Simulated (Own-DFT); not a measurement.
Simulation results for Ti₁₂O₂₃ (rutile with two vacancies, strained, atoms displaced), Si₂₃O₄₈ (quartz with one vacancy, atoms displaced)

Computed with Own-DFT development build. A calculation, not a measurement: plane-wave PBE density functional theory by an unreviewed code, no spin, of a simulated periodic cell, stress positive in tension, free energy of the whole cell less one offset for each atom, defect cell not probed for a lower state with spin; oxygen file: force components 24 meV/angstrom off all-electron in one glass; forces on such cells passed a denser k mesh, this cell's mesh not checked; offsets are fitted by least squares, one for each functional and potential file, so energies compare only between cells with the same atoms and settings and are not formation energies; the far tail of each file's local potential was reset to the Coulomb form; each entry is a single point on an unrelaxed cell, so the pressure reflects the starting lattice, mostly measured values (interpolated for alloys), from which strain is counted, and rises with the displacements; printed positions are rounded, which can move forces by about a meV/angstrom; the program, named Own-DFT, is a retired in-house code; no spin-orbit coupling; before rounding, a Quantum ESPRESSO 7.3.1 run of the same cell and cutoff gave forces within 1 meV/angstrom rms on each cell, which checks the program and not the settings.

Common to all runs: functional PBE; potential files PseudoDojo norm-conserving, scalar-relativistic, standard set; wave cutoff 72 hartree; occupations Fermi-Dirac; smearing width 0.1 eV.

(1) Ti₁₂O₂₃ (rutile with two vacancies, strained, atoms displaced)

```
Ti12O23
1.0
      9.2063     0.0906     0.0906
      0.0906     9.1428     0.1778
      0.0875     0.1718     8.8887
Ti O Ti O Ti O Ti O Ti O Ti O Ti O Ti O Ti O Ti O Ti O Ti O
2 3 2 4 2 4 2 3 2 4 2 4 2 4 2 4 2 4 2 4 2 4 2 4
Direct
  0.00444 0.99758 0.00382
  0.24797 0.25325 0.16323
  0.14977 0.14986 0.99704
  0.34479 0.34533 0.00693
  0.40133 0.09982 0.16551
  0.99968 0.00064 0.33322
  0.24462 0.24955 0.50064
  0.15229 0.14765 0.33469
  0.34794 0.35372 0.33071
  0.40254 0.09435 0.50302
  0.09393 0.40006 0.49996
  0.00263 0.00144 0.67155
  0.25012 0.25183 0.83410
  0.14477 0.15158 0.66604
  0.34461 0.34579 0.66985
  0.40855 0.09527 0.83885
  0.09814 0.40149 0.83608
  0.99879 0.50044 0.00664
  0.24761 0.75186 0.17007
  0.34587 0.85085 0.00054
  0.39781 0.60169 0.16194
  0.09703 0.90210 0.17151
  0.00496 0.49995 0.33541
  0.25010 0.75081 0.50672
  0.15468 0.64984 0.33729
  0.35079 0.84437 0.33265
  0.39922 0.59308 0.50132
  0.09318 0.90183 0.50950
  0.00327 0.50776 0.66874
  0.25369 0.75622 0.83455
  0.14982 0.65471 0.66883
  0.34644 0.84762 0.66442
  0.39909 0.59438 0.83818
  0.09526 0.89964 0.83447
  0.50168 0.99964 0.00263
  0.75209 0.25172 0.16883
  0.65680 0.15185 0.99974
  0.84758 0.34401 0.00478
  0.90687 0.09646 0.16541
  0.60079 0.40280 0.17176
  0.50132 0.99777 0.33268
  0.75194 0.24888 0.50319
  0.65363 0.15101 0.33078
  0.84810 0.35075 0.32940
  0.90514 0.09416 0.49733
  0.59503 0.40220 0.50525
  0.50555 0.99898 0.66992
  0.74794 0.24676 0.83477
  0.65158 0.15256 0.67215
  0.84738 0.35231 0.66012
  0.89723 0.09849 0.83714
  0.60137 0.40606 0.82484
  0.50154 0.50182 0.99842
  0.75314 0.74906 0.16663
  0.65494 0.64724 0.00111
  0.85206 0.84473 0.00025
  0.90347 0.60342 0.16328
  0.60008 0.90296 0.16609
  0.49637 0.49565 0.33562
  0.75223 0.74880 0.50365
  0.65509 0.64940 0.33065
  0.84405 0.84443 0.33383
  0.89975 0.59302 0.50150
  0.59646 0.90184 0.49674
  0.49852 0.50208 0.66937
  0.75056 0.74663 0.83085
  0.64840 0.64920 0.66170
  0.84648 0.85296 0.67328
  0.90164 0.59845 0.83507
  0.59803 0.89737 0.83530
```

It was run with k mesh 3 x 3 x 3 centred on Gamma.

Results for Ti₁₂O₂₃ (rutile with two vacancies, strained, atoms displaced): free energy of cell above offsets -14.394 eV; pressure 5.02 GPa; stress xx -4.69 GPa; stress yy -5.64 GPa; stress zz -4.72 GPa; stress yz 5.35 GPa; stress xz 2.7 GPa; stress xy 3.64 GPa.

Force:
```
element  x (eV/Å)  y (eV/Å)  z (eV/Å)
     Ti    -1.068     0.063    -0.261
     Ti     0.646    -1.166     0.728
      O     0.151     0.398     0.814
      O     0.194     0.601    -0.864
      O    -0.194     0.044    -0.039
     Ti    -0.461     -0.07     0.749
     Ti     0.652    -0.523    -0.041
      O     0.122     0.782    -0.031
      O    -1.167    -0.763    -0.302
      O     -0.39     0.553    -0.098
      O     0.469    -0.067     0.023
     Ti    -0.865     0.198    -0.564
     Ti     0.079     -0.19    -0.373
      O     0.803     0.477     0.457
      O    -0.091    -0.069    -0.471
      O    -0.837     0.641     -0.73
      O     0.138     0.384     0.511
     Ti    -2.008    -1.061    -1.444
     Ti     1.034    -0.098     1.534
      O    -0.851    -0.819    -0.527
      O      0.24    -0.477    -0.254
      O     0.395      -0.7    -0.292
     Ti    -0.376     0.374      0.68
     Ti     0.249     0.267    -1.191
      O    -0.554    -0.238     0.013
      O     -0.35     0.115    -0.112
      O    -0.347      0.56    -0.073
      O     0.663    -0.577    -0.609
     Ti    -0.686    -0.681     0.062
     Ti     0.579     0.518    -0.642
      O     0.033    -0.301     0.681
      O     0.162    -0.078      0.58
      O     -0.79     0.572    -0.026
      O     0.713    -0.728     0.399
     Ti     0.339     0.188     0.245
     Ti    -0.366    -0.151     0.407
      O    -0.686    -0.212     0.343
      O     1.314      1.25    -0.672
      O    -0.229     0.108     0.146
      O    -0.595     0.148    -0.485
     Ti    -0.005     0.362     0.196
     Ti     0.206     0.451    -0.109
      O    -0.115     -0.13     0.638
      O     0.576     0.025     0.072
      O    -0.759     0.655     0.157
      O     0.082     -0.36    -0.381
     Ti    -0.022     0.412    -0.505
     Ti     0.571     0.159    -0.154
      O     0.061    -0.231    -0.292
      O    -0.063    -0.551     0.113
      O      0.66    -0.251     -0.08
      O    -0.274    -0.213     1.182
     Ti     0.808     0.215     1.012
     Ti    -0.822      0.37     0.561
      O    -0.412    -0.139     0.005
      O    -0.064     0.164    -0.542
      O     1.669    -1.277    -0.226
      O    -0.119    -0.066     0.121
     Ti     0.763     0.562    -0.048
     Ti    -0.242     0.145    -1.101
      O    -0.298    -0.074     0.561
      O     0.662     0.478    -0.169
      O     0.249      0.56    -0.255
      O     0.333    -0.249     0.695
     Ti     0.162    -0.342      -0.9
     Ti      -0.2     0.516     0.646
      O     0.252     0.461     0.756
      O    -0.375    -0.636    -0.661
      O     0.776    -0.238      0.38
      O    -0.127    -0.052     0.057
```

(2) Si₂₃O₄₈ (quartz with one vacancy, atoms displaced)

```
Si23O48
1.0
      9.8268     0.0000     0.0000
     -4.9134     8.5103     0.0000
      0.0000     0.0000    10.8104
Si O Si O Si O Si O Si O Si O Si O Si O
3 6 3 6 3 6 3 6 2 6 3 6 3 6 3 6
Direct
  0.22891 0.99969 0.00064
  0.00431 0.23728 0.33428
  0.26074 0.25976 0.16457
  0.20737 0.13837 0.06065
  0.42440 0.29250 0.22690
  0.36709 0.07046 0.39161
  0.07175 0.36451 0.43699
  0.13066 0.21060 0.27272
  0.28537 0.41548 0.10898
  0.23370 0.99855 0.50029
  0.00536 0.23321 0.83455
  0.26759 0.26708 0.66126
  0.20260 0.13665 0.56286
  0.43000 0.29064 0.72971
  0.36539 0.07639 0.89053
  0.07970 0.37251 0.93800
  0.13443 0.20983 0.77438
  0.29355 0.43098 0.60830
  0.23781 0.50370 0.99826
  0.99661 0.73336 0.33291
  0.26373 0.76318 0.16859
  0.20666 0.63541 0.06013
  0.42357 0.79604 0.22528
  0.37529 0.57534 0.39145
  0.07189 0.86965 0.43719
  0.13815 0.71131 0.27311
  0.29308 0.93099 0.10410
  0.23281 0.50097 0.50453
  0.00187 0.73807 0.82583
  0.26973 0.77145 0.66669
  0.20755 0.63362 0.55733
  0.42545 0.79276 0.72809
  0.36783 0.57067 0.88964
  0.07024 0.86660 0.94384
  0.13558 0.71316 0.78129
  0.29992 0.93094 0.61250
  0.73487 0.99571 0.00198
  0.76989 0.26816 0.16467
  0.70477 0.13135 0.06379
  0.92336 0.29342 0.22552
  0.86490 0.07042 0.39549
  0.56883 0.36464 0.44180
  0.62956 0.20861 0.27246
  0.79596 0.42296 0.10676
  0.72949 0.99787 0.50097
  0.49713 0.23437 0.83772
  0.76205 0.26403 0.66011
  0.71008 0.13572 0.55568
  0.92935 0.29709 0.72583
  0.86580 0.07386 0.89493
  0.57706 0.36672 0.94183
  0.62800 0.20428 0.77850
  0.79097 0.42774 0.60532
  0.73776 0.49976 0.99610
  0.49820 0.73155 0.33416
  0.75926 0.76329 0.17126
  0.70684 0.63256 0.05497
  0.92526 0.79176 0.22622
  0.86491 0.57023 0.39338
  0.57597 0.86221 0.44096
  0.63432 0.70911 0.28101
  0.79199 0.92495 0.10396
  0.73045 0.49484 0.50185
  0.49651 0.73311 0.83368
  0.76258 0.76225 0.66463
  0.70904 0.63717 0.56198
  0.92998 0.79631 0.73148
  0.86544 0.56714 0.89572
  0.57195 0.87434 0.93439
  0.63428 0.70768 0.77351
  0.79892 0.92920 0.60769
```

It was run with k mesh 3 x 3 x 2 centred on Gamma.

Results for Si₂₃O₄₈ (quartz with one vacancy, atoms displaced): free energy of cell above offsets -8.089 eV; pressure 8.26 GPa; stress xx -8.33 GPa; stress yy -9.08 GPa; stress zz -7.36 GPa; stress yz -1.05 GPa; stress xz -0.67 GPa; stress xy 0.55 GPa.

Force:
```
element  x (eV/Å)  y (eV/Å)  z (eV/Å)
     Si     1.497     0.791    -0.661
     Si    -3.267     -2.33     -0.59
     Si     0.623     0.358     3.279
      O    -0.173    -2.739    -2.687
      O     1.038     0.164      0.57
      O     -0.17    -0.082      0.02
      O     0.496     2.623     2.431
      O     1.998    -0.948    -0.733
      O    -1.572     3.882    -2.102
     Si     0.229     1.671     0.226
     Si    -3.501     1.048    -0.002
     Si     0.799     1.184     3.926
      O     0.789    -3.017    -2.532
      O    -2.801     1.011    -2.472
      O    -1.647    -2.568     1.829
      O    -0.874    -1.048    -0.344
      O      2.96    -0.257    -1.565
      O     0.699    -0.102     0.712
     Si     0.605    -0.537     1.554
     Si     0.984    -0.363    -0.213
     Si    -0.905     2.568    -2.219
      O     0.344    -0.767    -0.764
      O     2.971    -0.104     1.511
      O    -2.558    -3.632      2.67
      O     -0.26    -0.245     0.676
      O     -2.17    -0.905     1.962
      O     0.879     -1.42     1.221
     Si     1.452    -0.901    -3.692
     Si    -0.714     -1.65     6.582
     Si    -0.665    -2.775     1.099
      O    -1.638     2.374     1.555
      O     0.201     0.229    -0.602
      O    -0.127    -0.729     0.669
      O    -1.057    -1.373    -1.375
      O     4.036    -0.317    -2.684
      O    -1.484     1.796    -1.507
     Si    -2.105     1.596    -1.556
     Si    -2.248    -1.881     1.019
      O     0.323      -1.1    -0.995
      O     3.042     0.234     1.752
      O     0.526     0.955    -0.871
      O    -0.866    -0.904    -0.487
      O     0.243     0.111     0.028
      O    -1.195     2.885    -1.592
     Si     2.605     0.023    -0.178
     Si     1.328     0.847    -0.215
     Si     0.291    -0.072     4.211
      O    -1.149     0.076    -0.067
      O    -0.453    -0.487    -0.084
      O     0.553     0.187    -0.187
      O    -1.141    -0.545     0.194
      O     2.694     0.307    -2.369
      O       1.3    -0.364     1.595
     Si    -0.516    -0.498     2.953
     Si     -1.46     2.696    -1.172
     Si     1.316    -0.866    -2.018
      O    -0.696     1.269     1.671
      O    -0.574      0.24     -0.46
      O     0.068      0.13     0.192
      O    -1.308    -0.407     0.172
      O     1.517    -0.327    -1.113
      O     1.268     -1.22     2.049
     Si    -0.873     1.595    -1.912
     Si     1.692     1.308    -0.093
     Si     0.374     2.511     2.187
      O     0.542    -2.221    -2.111
      O    -3.519     0.988    -3.683
      O     2.384     2.719    -3.272
      O    -0.026    -0.617     0.354
      O    -0.427    -0.253     0.407
      O    -0.527     0.193    -0.096
```

(3) Ti₁₂O₂₃ (rutile with two vacancies, strained, atoms displaced)

```
Ti12O23
1.0
      9.0285     0.0550    -0.0712
      0.0550     9.1176     0.0071
     -0.0688     0.0068     8.9759
Ti O Ti O Ti O Ti O Ti O Ti O Ti O Ti O Ti O Ti O Ti O Ti O
2 4 2 4 2 4 2 4 2 3 2 4 2 4 2 4 2 4 2 3 2 4 2 4
Direct
  0.99924 0.00285 0.99562
  0.25158 0.25109 0.16434
  0.15075 0.15246 0.99638
  0.34795 0.34188 0.00197
  0.39806 0.10233 0.16470
  0.10005 0.39955 0.16158
  0.99897 0.00360 0.33484
  0.24844 0.25758 0.49558
  0.16009 0.15532 0.33350
  0.34626 0.34720 0.32883
  0.40630 0.09655 0.49833
  0.09710 0.40283 0.50078
  0.00379 0.00063 0.66335
  0.25013 0.25616 0.82587
  0.15511 0.14941 0.66636
  0.34791 0.34556 0.66167
  0.40225 0.09626 0.82662
  0.09569 0.40062 0.82677
  0.00036 0.50111 0.00009
  0.25049 0.74848 0.16279
  0.14886 0.64726 0.00256
  0.34748 0.85003 0.99788
  0.40438 0.59441 0.16933
  0.09718 0.90056 0.16615
  0.00506 0.49818 0.33711
  0.25112 0.74649 0.50145
  0.34830 0.84763 0.33443
  0.40331 0.59474 0.50551
  0.09742 0.91415 0.49404
  0.00689 0.49800 0.66099
  0.24872 0.75059 0.83078
  0.15603 0.65238 0.66422
  0.34058 0.85295 0.66492
  0.40366 0.59528 0.83357
  0.09658 0.90367 0.83225
  0.49746 0.00078 0.99995
  0.74772 0.24724 0.16762
  0.65008 0.15506 0.99558
  0.84449 0.34443 0.00115
  0.90574 0.09701 0.16955
  0.59696 0.40519 0.16455
  0.49899 0.00515 0.33545
  0.75194 0.24852 0.50039
  0.64800 0.15508 0.33017
  0.84937 0.34872 0.32691
  0.90002 0.09865 0.50107
  0.59120 0.39745 0.49932
  0.50148 0.99623 0.66594
  0.74684 0.24998 0.82891
  0.65782 0.14576 0.66732
  0.84685 0.33785 0.66182
  0.89762 0.10062 0.82660
  0.60153 0.39882 0.82716
  0.49832 0.50071 0.00330
  0.74508 0.75053 0.16848
  0.64963 0.64963 0.99882
  0.84397 0.85492 0.99945
  0.59920 0.90203 0.17015
  0.49957 0.49330 0.33161
  0.75483 0.75171 0.50100
  0.65249 0.64712 0.33425
  0.85112 0.84413 0.33474
  0.90590 0.59875 0.50448
  0.59099 0.90539 0.50309
  0.49233 0.50311 0.66808
  0.74459 0.75434 0.83600
  0.65374 0.65692 0.66789
  0.84923 0.84802 0.66786
  0.90222 0.59437 0.83258
  0.59968 0.90137 0.83657
```

It was run with k mesh 3 x 3 x 3 centred on Gamma.

It finds free energy of cell above offsets -13.964 eV; pressure 7.68 GPa; stress xx -9.86 GPa; stress yy -8.63 GPa; stress zz -4.54 GPa; stress yz 0.35 GPa; stress xz -2.5 GPa; stress xy 3.26 GPa.

Force:
```
element  x (eV/Å)  y (eV/Å)  z (eV/Å)
     Ti      0.09     0.584     0.228
     Ti    -0.488    -0.826    -0.787
      O    -0.191    -0.079    -0.171
      O     0.582      0.97    -0.681
      O     0.879    -1.041    -0.071
      O    -1.138     1.517     1.091
     Ti     0.377     0.096    -0.931
     Ti     0.937     -2.06    -0.201
      O    -1.065    -0.508      0.21
      O     0.331     0.686     0.657
      O     -0.72      0.81     0.144
      O     0.516     0.212    -0.835
     Ti    -0.366     0.273     0.627
     Ti     0.166    -1.195     0.981
      O    -0.114     0.377    -0.409
      O     0.141     0.547      0.34
      O    -0.035      0.14     0.636
      O     0.338     0.039      0.55
     Ti    -0.568    -0.561    -1.421
     Ti    -0.232     1.116    -0.167
      O     0.366     0.337    -0.367
      O    -0.156    -0.548     0.066
      O    -0.999     0.707    -0.408
      O     0.324    -0.438     0.147
     Ti    -1.175    -1.458    -0.293
     Ti     0.837     1.378     0.103
      O    -0.936    -1.188    -0.038
      O    -1.252     0.976    -1.219
      O     1.006    -1.829     0.587
     Ti    -1.457     0.324     2.217
     Ti     0.033     0.676     0.475
      O     -0.52    -0.419     -0.13
      O     0.008    -0.607     0.064
      O    -0.689     0.513     0.053
      O     0.268    -0.547     0.185
     Ti    -0.029     0.945    -0.217
     Ti      0.37    -0.136    -1.168
      O    -0.447    -0.693     0.592
      O     0.767     0.937     0.416
      O    -0.632     0.484    -0.388
      O     0.284    -0.418     0.318
     Ti    -0.446     0.013     0.226
     Ti    -0.755     0.269     0.478
      O      0.11    -0.246    -0.044
      O     0.546     0.994     0.393
      O     0.075    -0.104    -0.621
      O     0.409     0.026     0.067
     Ti    -0.031     0.967     0.015
     Ti     0.109     0.017      0.55
      O    -0.679    -0.112    -0.667
      O     0.925     1.381    -0.236
      O     1.059    -0.869      0.39
      O    -0.966     0.908     0.347
     Ti     0.154    -0.792    -0.542
     Ti    -0.673         1     0.096
      O     0.651     0.127      0.67
      O     0.017    -0.962     0.665
      O     0.183    -0.289    -0.319
     Ti     0.689      -0.1     0.699
     Ti    -0.632     0.162     0.756
      O     0.678     0.309    -0.444
      O    -0.129     -0.27    -0.389
      O     0.168     0.124    -1.199
      O     1.311    -1.192    -0.694
     Ti     1.744    -0.604     0.314
     Ti     0.992    -0.709    -0.668
      O    -0.482    -0.435    -0.384
      O     0.043    -0.028    -0.287
      O     0.018     0.166    -0.001
      O    -0.497     0.154     0.042
```
